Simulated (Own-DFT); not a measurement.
# Response to strain: wurtzite AlGaN with randomly placed atoms, 72 atoms (Al27Ga9N36)

These are calculations, not measurements. The program, named Own-DFT, is a retired in-house plane-wave density functional code that no person has reviewed. Each row is one single-point run on a periodic cell that was not relaxed, without spin or spin-orbit coupling.

Settings of every run: PBE; PseudoDojo norm-conserving scalar-relativistic files (stringent for Ga); cutoff 96 hartree; 4 x 4 x 3 k mesh centred on Gamma; Gaussian smearing of 0.01 eV.

Known limits: forces on such cells passed a denser k mesh, each cell not checked; stress not checked against mesh or cutoff.

Unstrained cell vectors in Å: (9.394, 0.000, 0.000); (-4.697, 8.135, 0.000); (0.000, 0.000, 10.065). The unstrained cell has measured lattice constants (interpolated for alloys), not those of this functional. That, the random moves and any unrelaxed bonds set the pressure at no strain. Each run strains this cell uniformly, with the atoms carried along. Every atom was also moved at random, by a Gaussian of width 0.05 Å on each axis. The random placing of the alloy's atoms differs from row to row. Strain is the symmetric tensor, in per cent. Stress is positive in tension, and the pressure is minus a third of its trace.

```
run  e_xx (%)  e_yy (%)  e_zz (%)  s_xx (GPa)  s_yy (GPa)  s_zz (GPa)  P (GPa)  E (meV/atom)
  1      0.00      0.00     -1.50       -6.59       -7.24      -14.23     9.35          25.0
  2      0.00      0.00      2.00       -4.99       -4.14        1.98     2.38          14.0
  3      0.00      0.00     -1.25       -7.83       -7.49      -12.38     9.23          36.0
  4      0.00      0.00      2.25       -4.02       -3.76        3.04     1.58           0.0
  5      0.00      0.00     -1.00       -5.71       -8.18       -9.82     7.90           6.7
  6      0.00      0.00      1.25       -5.27       -5.28       -0.65     3.73          16.4
  7      0.00      0.00     -0.50       -6.40       -4.08      -11.20     7.23           9.1
  8      0.00      0.00      3.00       -4.08       -3.55        5.26     0.79          22.9
  9      0.00      0.00      0.75           ?           ?           ?        ?             ?
```

E is the free energy for each atom above the lowest run shown.

## Worked fit

The change of volume is close to e_xx + e_yy + e_zz. A straight line through the runs shown gives P = 6.32 - 197 x (fractional change of volume) GPa, with an error of 7 on the slope and a scatter of 0.32 GPa. The strain isn't the same on all axes and the cell isn't cubic, so the slope belongs to this path and is not the bulk modulus.

## Withheld run

Question: what pressure should run 9 give? Its volume changes by 0.75 %.

The line gives 4.8 GPa. The calculation gave 4.87 GPa.
